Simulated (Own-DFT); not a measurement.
# What a defect does to the pressure of its cell: D0_22 TiAl3

Calculated, not measured: single-point runs of Own-DFT, a retired in-house plane-wave DFT program that no person has reviewed, on unrelaxed cells, without spin or spin-orbit coupling.

Common settings: PBEsol; PseudoDojo norm-conserving scalar-relativistic files, made for PBE; cutoff 42 hartree; 4 x 4 x 4 k mesh centred on Gamma; cold (Marzari-Vanderbilt) smearing of 0.2 eV.

Limits: forces on such cells failed a check on a denser k mesh; stress not checked against mesh or cutoff.

All runs share one cell, with vectors in Å (-2.365, -6.981, 4.326); (-7.667, 3.491, 1.442); (-2.950, -3.488, -7.241) and a volume of 625.4 Å³. Atoms were moved at random from their sites; u is the rms move along one axis. The defect's site can differ from row to row.

| cell | formula | u (Å) | P (GPa) |
|---|---|---|---|
| no defect | Al30Ti10 | 0.0179 | 0.04 |
| no defect | Al30Ti10 | 0.0457 | 0.68 |
| no defect | Al30Ti10 | 0.0536 | 0.86 |
| two Al vacancies | Al28Ti10 | 0.0302 | -0.69 |
| two Al vacancies | Al28Ti10 | 0.0490 | 0.00 |
| two Al vacancies | Al28Ti10 | 0.0502 | -0.23 |
| two Ti on an Al site each | Al28Ti12 | 0.0269 | ? |
| two Ti on an Al site each | Al28Ti12 | 0.0335 | 1.10 |
| two Ti on an Al site each | Al28Ti12 | 0.0449 | 1.38 |
| two Ti on an Al site each | Al28Ti12 | 0.0506 | 1.56 |
| two Al on a Ti site each | Al32Ti8 | 0.0320 | 1.27 |
| two Al on a Ti site each | Al32Ti8 | 0.0466 | 1.62 |
| two Al on a Ti site each | Al32Ti8 | 0.0486 | 1.55 |

## Analysis

P = P0 + c u² + a shift for each defect gives P0 = -0.04 GPa, c = 320 ± 34 GPa/Å² and a scatter of 0.09 GPa. The shifts, and each times the cell's volume:

- two Al on a Ti site each: 0.93 ± 0.07 GPa, 3.6 eV (1.8 eV for each of its 2 sites)
- two Ti on an Al site each: 0.77 ± 0.07 GPa, 3.0 eV (1.5 eV for each of its 2 sites)
- two Al vacancies: -0.89 ± 0.07 GPa, -3.5 eV (-1.7 eV for each of its 2 sites)

Against the defect-free cell, a freed cell would be larger where the shift is positive and smaller where it is negative (160.2 GPa Å³ is 1 eV). The atoms around the defects weren't relaxed, which would change these numbers.

## Prediction

The question: what pressure belongs in the blank (two Ti on an Al site each, u = 0.0269 Å)?

From the fit: 0.97 ± 0.11 GPa. The calculation gave 1.17 GPa.
